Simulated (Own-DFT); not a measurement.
Simulation results for InGa3As4 (zincblende random alloy, strained, atoms displaced)

All values are calculated (Own-DFT development build). A calculation, not a measurement: plane-wave density functional theory by an unreviewed code, no spin, of a simulated periodic cell, stress positive in tension, run twice, with PBE and with PBEsol, both on files made for PBE, so the change isn't that of files made for PBEsol, forces on such cells passed a denser k mesh, this cell's mesh not checked; the far tail of each file's local potential was reset to the Coulomb form; each entry is a single point on an unrelaxed cell, so the pressure reflects the starting lattice, mostly measured values (interpolated for alloys), from which strain is counted, and rises with the displacements; printed positions are rounded, which can move forces by about a meV/angstrom; the program, named Own-DFT, is a retired in-house code; no spin-orbit coupling; stress was not checked against mesh or cutoff.

```cif
# cell vector a (Å): 11.6717 0.1817 0.0304
# cell vector b (Å): 0.1817 11.5998 0.1470
# cell vector c (Å): 0.0304 0.1470 11.5701
data_InGa3As4
_symmetry_space_group_name_H-M 'P 1'
_symmetry_Int_Tables_number 1
_cell_length_a 11.6732
_cell_length_b 11.6022
_cell_length_c 11.5711
_cell_angle_alpha 88.544
_cell_angle_beta 89.689
_cell_angle_gamma 88.209
_cell_volume 1565.83
loop_
_atom_site_label
_atom_site_type_symbol
_atom_site_fract_x
_atom_site_fract_y
_atom_site_fract_z
_atom_site_occupancy
Ga1 Ga 0.99813 0.99577 0.01077 1
Ga2 Ga 0.99759 0.25000 0.25203 1
In1 In 0.24806 0.99697 0.24638 1
In2 In 0.24972 0.24910 0.99767 1
As1 As 0.12308 0.12690 0.12086 1
As2 As 0.12765 0.37293 0.37787 1
As3 As 0.37289 0.12343 0.36999 1
As4 As 0.37134 0.36778 0.12663 1
Ga3 Ga 0.00311 0.99772 0.50104 1
Ga4 Ga 0.00567 0.25124 0.75265 1
Ga5 Ga 0.25061 0.00282 0.75064 1
In3 In 0.25598 0.25880 0.50075 1
As5 As 0.12500 0.12933 0.61711 1
As6 As 0.11302 0.38152 0.87759 1
As7 As 0.38267 0.12931 0.87972 1
As8 As 0.38205 0.37532 0.62652 1
Ga6 Ga 0.99750 0.50121 0.99517 1
Ga7 Ga 0.99797 0.74324 0.24379 1
In4 In 0.24782 0.50413 0.26321 1
Ga8 Ga 0.24451 0.75039 0.00134 1
As9 As 0.12087 0.62839 0.12143 1
As10 As 0.11911 0.87872 0.37862 1
As11 As 0.37652 0.61377 0.37834 1
As12 As 0.37637 0.87499 0.12763 1
Ga9 Ga 0.99712 0.49533 0.50075 1
Ga10 Ga 0.99035 0.75138 0.75274 1
Ga11 Ga 0.24647 0.50084 0.74722 1
Ga12 Ga 0.25500 0.74843 0.49852 1
As13 As 0.12393 0.62653 0.62753 1
As14 As 0.11729 0.87875 0.87473 1
As15 As 0.37409 0.62408 0.87874 1
As16 As 0.36647 0.87434 0.62243 1
Ga13 Ga 0.49792 0.00407 0.00139 1
Ga14 Ga 0.50397 0.24692 0.24858 1
Ga15 Ga 0.74760 0.00283 0.25254 1
Ga16 Ga 0.74605 0.25046 0.99829 1
As17 As 0.61928 0.12307 0.12470 1
As18 As 0.62678 0.37610 0.38016 1
As19 As 0.88166 0.12628 0.37973 1
As20 As 0.87809 0.37378 0.12458 1
Ga17 Ga 0.49781 0.99325 0.49760 1
Ga18 Ga 0.50266 0.24554 0.75624 1
Ga19 Ga 0.74488 0.00288 0.75047 1
Ga20 Ga 0.76429 0.24606 0.50158 1
As21 As 0.61912 0.11750 0.62563 1
As22 As 0.62342 0.37743 0.87334 1
As23 As 0.88070 0.12301 0.88376 1
As24 As 0.87155 0.37316 0.62481 1
Ga21 Ga 0.49764 0.49704 0.00814 1
Ga22 Ga 0.49800 0.75562 0.24855 1
In5 In 0.75043 0.48988 0.25848 1
Ga23 Ga 0.74850 0.75378 0.99208 1
As25 As 0.63228 0.63159 0.12140 1
As26 As 0.62531 0.87738 0.37535 1
As27 As 0.87871 0.62190 0.37952 1
As28 As 0.88001 0.87490 0.12573 1
Ga24 Ga 0.49993 0.49965 0.49419 1
In6 In 0.50585 0.75132 0.74367 1
In7 In 0.75196 0.49768 0.75118 1
In8 In 0.74603 0.75313 0.49590 1
As29 As 0.62170 0.62921 0.62337 1
As30 As 0.62820 0.87352 0.87773 1
As31 As 0.87990 0.61983 0.88292 1
As32 As 0.87359 0.87481 0.63857 1
_calc_functional 'PBE, then PBEsol'
_calc_potential_files 'PseudoDojo norm-conserving, scalar-relativistic, standard set'
_calc_wave_cutoff 42  # hartree
_calc_occupations 'Fermi-Dirac'
_calc_smearing_width 0.1  # eV
_calc_k_mesh '3 x 3 x 3 centred on Gamma'
_calc_PBE_pressure 2.86  # GPa
_calc_PBE_stress_xx -2.68  # GPa
_calc_PBE_stress_yy -2.9  # GPa
_calc_PBE_stress_zz -3  # GPa
_calc_PBE_stress_yz 1.65  # GPa
_calc_PBE_stress_xz 0.31  # GPa
_calc_PBE_stress_xy 2.23  # GPa
_calc_PBEsol_pressure 0  # GPa
_calc_PBEsol_stress_xx 0.19  # GPa
_calc_PBEsol_stress_yy -0.04  # GPa
_calc_PBEsol_stress_zz -0.15  # GPa
_calc_PBEsol_stress_yz 1.59  # GPa
_calc_PBEsol_stress_xz 0.3  # GPa
_calc_PBEsol_stress_xy 2.13  # GPa
_calc_rms_change_of_force_components_from_PBE_to_PBEsol 0.035  # eV/angstrom
```

Force:
```csv
force element,PBE force x (eV/Å),PBE force y (eV/Å),PBE force z (eV/Å),PBEsol force x (eV/Å),PBEsol force y (eV/Å),PBEsol force z (eV/Å)
Ga,0.566,0.498,-0.485,0.537,0.483,-0.485
Ga,0.656,0.042,-0.149,0.627,0.039,-0.157
In,-0.242,0.39,0.688,-0.234,0.386,0.659
In,-0.42,0.641,-0.062,-0.408,0.614,-0.048
As,-1.633,-0.174,0.369,-1.557,-0.18,0.368
As,-2.753,0.194,-0.54,-2.634,0.205,-0.504
As,1.385,0.08,0.228,1.342,0.081,0.228
As,1.121,0.858,0.541,1.096,0.828,0.527
Ga,-0.333,0.002,0.972,-0.315,0.013,0.917
Ga,-0.479,-0.328,-0.05,-0.474,-0.309,-0.054
Ga,-0.301,0.202,0.098,-0.306,0.185,0.069
In,0.884,-0.95,0.527,0.836,-0.926,0.494
As,-0.478,-0.747,1.235,-0.444,-0.711,1.206
As,0.773,-0.066,-1.302,0.757,-0.072,-1.249
As,-0.215,-1.214,-1.432,-0.199,-1.161,-1.364
As,0.39,0.731,0.892,0.361,0.698,0.848
Ga,0.416,-0.268,1.654,0.39,-0.262,1.574
Ga,0.036,0.359,0.955,0.024,0.346,0.901
In,-0.286,-0.382,-1.834,-0.278,-0.386,-1.771
Ga,0.41,0.248,-0.346,0.383,0.228,-0.343
As,-0.122,-0.281,-0.426,-0.111,-0.257,-0.389
As,-0.093,-1.639,-0.139,-0.065,-1.565,-0.131
As,0.891,2.617,0.273,0.85,2.518,0.276
As,0.265,-0.772,-1.595,0.254,-0.732,-1.511
Ga,0.628,0.112,0.422,0.593,0.109,0.391
Ga,1.146,-0.631,0.565,1.097,-0.604,0.538
Ga,0.383,-0.032,0.59,0.355,-0.017,0.56
Ga,-0.683,-0.09,0.084,-0.67,-0.084,0.09
As,-0.413,0.139,-0.508,-0.383,0.122,-0.478
As,0.439,-0.13,0.01,0.429,-0.129,0.036
As,-0.564,-0.413,0.133,-0.535,-0.396,0.134
As,-0.104,0.686,-0.46,-0.071,0.655,-0.44
Ga,0.49,-0.839,0.31,0.468,-0.798,0.301
Ga,-0.311,0.219,0.557,-0.327,0.196,0.517
Ga,0.496,0.005,-0.155,0.46,-0.005,-0.161
Ga,0.41,-0.176,0.198,0.396,-0.175,0.176
As,0.719,0.157,-0.185,0.693,0.161,-0.165
As,-1.215,-2.017,0.885,-1.155,-1.925,0.846
As,-0.445,-0.561,-0.682,-0.422,-0.526,-0.641
As,0.163,-0.591,-0.856,0.156,-0.565,-0.798
Ga,-0.408,0.508,0.16,-0.399,0.487,0.145
Ga,0.433,0.424,-0.451,0.408,0.407,-0.44
Ga,0.611,0.069,0.794,0.578,0.044,0.754
Ga,-1.254,0.076,0.414,-1.204,0.087,0.388
As,0.272,0.644,-0.544,0.279,0.611,-0.493
As,-1.025,-0.892,0.99,-0.97,-0.867,0.965
As,-0.678,0.217,-0.767,-0.655,0.215,-0.724
As,1.273,-0.896,-0.583,1.236,-0.857,-0.557
Ga,0.116,0.3,-0.089,0.099,0.29,-0.113
Ga,0.651,-0.82,0.278,0.628,-0.782,0.246
In,0.717,1.465,-0.879,0.696,1.421,-0.856
Ga,0.953,-0.398,0.929,0.901,-0.395,0.892
As,-1.018,-0.098,0.061,-0.98,-0.1,0.07
As,-1.337,0.983,-1.519,-1.284,0.948,-1.444
As,0.699,0.135,-0.663,0.666,0.121,-0.635
As,-1.333,-0.237,0.272,-1.262,-0.224,0.264
Ga,0.696,-0.311,1.3,0.659,-0.304,1.243
In,-1.162,0.59,1.512,-1.129,0.563,1.45
In,0.006,0.886,0.157,-0.004,0.845,0.144
In,1.437,-0.311,1.138,1.372,-0.313,1.1
As,0.173,-1.97,-1.451,0.184,-1.884,-1.389
As,-0.4,1.347,-0.128,-0.371,1.292,-0.133
As,-0.802,1.462,-0.732,-0.772,1.411,-0.712
As,-0.199,0.944,-1.176,-0.194,0.902,-1.127
```
